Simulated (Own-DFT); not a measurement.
Simulation results for HfTi$_{23}$O$_{48}$ (rutile with substituted atoms, atoms displaced)

All values are calculated (Own-DFT development build). A calculation, not a measurement: plane-wave PBE density functional theory by an unreviewed code, no spin, of a simulated periodic cell, stress positive in tension, free energy of the whole cell less one offset for each atom, defect cell not probed for a lower state with spin; hafnium file: forces about 75 meV/angstrom off all-electron values; oxygen file: force components 24 meV/angstrom off all-electron in one glass; forces on such cells passed a denser k mesh, this cell's mesh not checked; offsets are fitted by least squares, one for each functional and potential file, so energies compare only between cells with the same atoms and settings and are not formation energies; the far tail of each file's local potential was reset to the Coulomb form; each entry is a single point on an unrelaxed cell, so the pressure reflects the starting lattice, mostly measured values (interpolated for alloys), from which strain is counted, and rises with the displacements; printed positions are rounded, which can move forces by about a meV/angstrom; the program, named Own-DFT, is a retired in-house code; no spin-orbit coupling; before rounding, a Quantum ESPRESSO 7.3.1 run of the same cell and cutoff gave forces within 1 meV/angstrom rms on each cell, which checks the program and not the settings.

### HfTi$_{23}$O$_{48}$ (rutile with substituted atoms, atoms displaced)

```cif
# cell vector a (Å): 9.1874 0.0000 0.0000
# cell vector b (Å): 0.0000 9.1874 0.0000
# cell vector c (Å): 0.0000 0.0000 8.8761
data_HfTi23O48
_symmetry_space_group_name_H-M 'P 1'
_symmetry_Int_Tables_number 1
_cell_length_a 9.1874
_cell_length_b 9.1874
_cell_length_c 8.8761
_cell_angle_alpha 90.000
_cell_angle_beta 90.000
_cell_angle_gamma 90.000
_cell_volume 749.22
loop_
_atom_site_label
_atom_site_type_symbol
_atom_site_fract_x
_atom_site_fract_y
_atom_site_fract_z
_atom_site_occupancy
Ti1 Ti 0.00503 0.00102 0.00404 1
Ti2 Ti 0.25327 0.24974 0.16735 1
O1 O 0.15187 0.14945 0.99930 1
O2 O 0.35089 0.34361 0.99617 1
O3 O 0.39702 0.09698 0.16101 1
O4 O 0.09690 0.39891 0.16871 1
Ti3 Ti 0.00007 0.00167 0.33793 1
Ti4 Ti 0.24358 0.25368 0.49728 1
O5 O 0.15462 0.15230 0.32815 1
O6 O 0.34222 0.34810 0.33474 1
O7 O 0.40373 0.10043 0.49856 1
O8 O 0.09127 0.40274 0.50121 1
Ti5 Ti 0.99946 0.00042 0.66978 1
Ti6 Ti 0.24585 0.25031 0.83355 1
O9 O 0.14655 0.15751 0.66833 1
O10 O 0.34388 0.34675 0.65779 1
O11 O 0.40334 0.09665 0.83056 1
O12 O 0.09996 0.39775 0.83810 1
Ti7 Ti 0.99904 0.49719 0.00350 1
Ti8 Ti 0.25169 0.74942 0.16612 1
O13 O 0.15223 0.65233 0.99442 1
O14 O 0.35115 0.84761 0.00146 1
O15 O 0.39671 0.59491 0.16313 1
O16 O 0.09832 0.90843 0.16680 1
Ti9 Ti 0.00577 0.50044 0.33238 1
Ti10 Ti 0.24901 0.74410 0.50646 1
O17 O 0.15026 0.64894 0.33021 1
O18 O 0.34866 0.85151 0.33906 1
O19 O 0.40533 0.59429 0.50058 1
O20 O 0.10261 0.90637 0.49461 1
Hf1 Hf 0.00304 0.50099 0.66788 1
Ti11 Ti 0.24530 0.74629 0.83261 1
O21 O 0.15344 0.64541 0.66776 1
O22 O 0.34726 0.84763 0.66208 1
O23 O 0.39813 0.59680 0.83887 1
O24 O 0.10255 0.89734 0.83412 1
Ti12 Ti 0.49478 0.00620 0.99699 1
Ti13 Ti 0.75547 0.25081 0.17074 1
O25 O 0.65741 0.15688 0.00296 1
O26 O 0.84262 0.34726 0.99848 1
O27 O 0.90062 0.09636 0.16811 1
O28 O 0.59291 0.40090 0.16621 1
Ti14 Ti 0.49988 0.00354 0.33332 1
Ti15 Ti 0.74976 0.25207 0.49141 1
O29 O 0.66088 0.14920 0.33417 1
O30 O 0.84455 0.34428 0.33177 1
O31 O 0.89789 0.09552 0.50304 1
O32 O 0.59774 0.40152 0.49800 1
Ti16 Ti 0.49873 0.99918 0.66504 1
Ti17 Ti 0.75223 0.24621 0.83356 1
O33 O 0.65263 0.15114 0.67160 1
O34 O 0.84703 0.34766 0.66676 1
O35 O 0.90677 0.09278 0.83213 1
O36 O 0.59815 0.40322 0.83324 1
Ti18 Ti 0.50224 0.49533 0.00338 1
Ti19 Ti 0.75656 0.75140 0.17128 1
O37 O 0.65356 0.65694 0.99606 1
O38 O 0.84662 0.84564 0.00065 1
O39 O 0.90505 0.59967 0.16393 1
O40 O 0.59810 0.89856 0.16996 1
Ti20 Ti 0.49553 0.49780 0.33414 1
Ti21 Ti 0.75055 0.75207 0.49551 1
O41 O 0.65376 0.65521 0.33340 1
O42 O 0.84763 0.84967 0.33156 1
O43 O 0.90345 0.59066 0.49841 1
O44 O 0.60227 0.89899 0.50236 1
Ti22 Ti 0.49960 0.49975 0.66400 1
Ti23 Ti 0.74418 0.74510 0.83269 1
O45 O 0.64744 0.65047 0.67100 1
O46 O 0.84592 0.85001 0.67134 1
O47 O 0.90182 0.59435 0.83032 1
O48 O 0.59148 0.90343 0.83614 1
```

It was run with functional PBE, potential files PseudoDojo norm-conserving, scalar-relativistic, standard set, wave cutoff 72 hartree, occupations Fermi-Dirac, smearing width 0.1 eV and k mesh 3 x 3 x 3 centred on Gamma.

It finds free energy of cell above offsets -19.594 eV; pressure 8.19 GPa; stress xx -7.88 GPa; stress yy -7.86 GPa; stress zz -8.83 GPa; stress yz -0.45 GPa; stress xz 0.32 GPa; stress xy -0.39 GPa.

Force:
```csv
element,x (eV/Å),y (eV/Å),z (eV/Å)
Ti,-0.771,-0.649,-0.158
Ti,-0.14,-0.12,-0.586
O,0.231,0.365,0.007
O,-0.248,-0.039,0.334
O,0.428,0.153,0.943
O,-0.036,0.02,-0.396
Ti,0.181,0.154,-0.106
Ti,0.187,-0.655,0.831
O,-0.429,-0.093,0.246
O,0.567,0.481,-0.219
O,-0.009,-0.028,-0.09
O,2.181,-2.249,-3.236
Ti,-0.355,-0.398,0.092
Ti,0.313,0.043,-0.223
O,0.141,-0.35,-0.352
O,0.167,0.25,0.502
O,-0.556,0.43,0.052
O,0.739,-0.68,1.739
Ti,-0.481,0.177,-0.41
Ti,0.518,0.698,-0.185
O,-0.26,-0.143,0.822
O,-0.634,-0.299,0.152
O,0.144,0.067,0.651
O,0.404,-0.834,0.26
Ti,-0.436,0.458,0.061
Ti,0.517,1.311,-0.955
O,0.344,0.286,0.28
O,-0.363,-0.744,-0.388
O,-0.757,0.587,-0.404
O,-0.139,-0.544,0.44
Hf,-1.817,-1.304,0.92
Ti,1.137,0.318,0.918
O,2.52,2.612,-0.377
O,-0.338,-0.467,-0.121
O,0.236,-0.26,-0.667
O,-0.426,0.523,-0.231
Ti,1.034,-0.86,-0.168
Ti,-0.31,-0.601,-1.7
O,-0.891,-0.835,-0.014
O,1.076,0.746,0.515
O,0.184,0.209,-0.14
O,0.307,-0.077,0.74
Ti,0.025,-1.037,-0.386
Ti,0.059,-0.213,2.412
O,-1.045,-0.342,-0.206
O,0.885,0.993,0.21
O,0.498,-0.046,-0.287
O,-0.183,0.03,-0.238
Ti,0.691,0.24,0.335
Ti,-0.471,0.08,-0.82
O,-0.213,-0.124,-0.497
O,-1.39,-1.64,-0.134
O,-0.28,0.462,0.204
O,-0.209,-0.033,-0.132
Ti,0.191,0.505,-1.382
Ti,-0.886,0.585,-1.848
O,-0.641,-0.957,0.772
O,0.497,0.418,0.042
O,0.152,-0.514,0.297
O,-0.374,0.755,0.099
Ti,0.537,0.329,-0.446
Ti,-0.028,-0.137,0.907
O,-0.405,-0.71,0.239
O,0.399,-0.017,0.612
O,-1.696,1.972,-2.271
O,-0.436,0.472,-0.358
Ti,0.29,-0.274,1.688
Ti,0.326,0.526,0.687
O,0.219,0.077,-0.836
O,0.3,-0.287,-0.709
O,-1.339,1.398,2.966
O,0.366,-0.171,-0.297
```
